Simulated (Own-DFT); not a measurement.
# Which arrangement is lower? Ga32P32, 64 atoms

Calculated results; nothing here was measured. The program, named Own-DFT, is a retired in-house plane-wave density functional code that no person has reviewed. Each row is one single-point run on a periodic cell that was not relaxed, without spin or spin-orbit coupling.

Settings of every run: PBE; PseudoDojo norm-conserving scalar-relativistic files; cutoff 42 hartree; 3 x 3 x 3 k mesh centred on Gamma; Fermi-Dirac smearing of 0.1 eV.

Known limits, some of them of some rows only: not probed for a lower state with spin; forces on such cells failed a check on a denser k mesh; forces on such cells passed a denser k mesh, each cell not checked; stress not checked against mesh or cutoff.

All cells hold the same atoms in the same cell, with vectors in Å (10.901, 0.000, 0.000); (0.000, 10.901, 0.000); (0.000, 0.000, 10.901). Every atom was moved at random from its ideal site; u is the rms move along one axis. The defect's site can differ from row to row. E is the free energy of the cell above the lowest run. The arrangements:

- A: zincblende GaP
- B: zincblende GaP, with one Ga on a P site and one P on a Ga site, 2.4 Å apart

| arrangement | u (Å) | E (eV) | P (GPa) |
|---|---|---|---|
| A | 0.0196 | 0.029 | 2.71 |
| A | 0.0202 | 0.000 | 2.70 |
| A | 0.0207 | 0.012 | 2.71 |
| A | 0.0488 | 2.582 | 3.32 |
| A | 0.0513 | 2.556 | 3.23 |
| A | 0.0518 | 2.527 | 3.32 |
| B | 0.0297 | 3.690 | 2.99 |
| B | 0.0303 | 3.558 | 2.97 |
| B | 0.0313 | 3.834 | 3.04 |
| B | 0.0477 | 5.188 | 3.32 |
| B | 0.0527 | 5.681 | 3.51 |
| B | 0.0530 | 6.233 | 3.56 |

Question: once the cost of the random moves is taken out, how do the arrangements rank?

## Worked answer

Fit E = a + b u², with one b for all and one a for each arrangement, and with residuals divided by u², since the noise grows with the moves. Then b = 1179 eV/Å², the scatter at u = 0.04 Å is 0.15 eV, and against A:

- B: 3.06 ± 0.06 eV (higher)

These are energies of unrelaxed cells. Relaxing the atoms lowers the strained arrangements most, so the gaps would shrink and small ones could change sign.
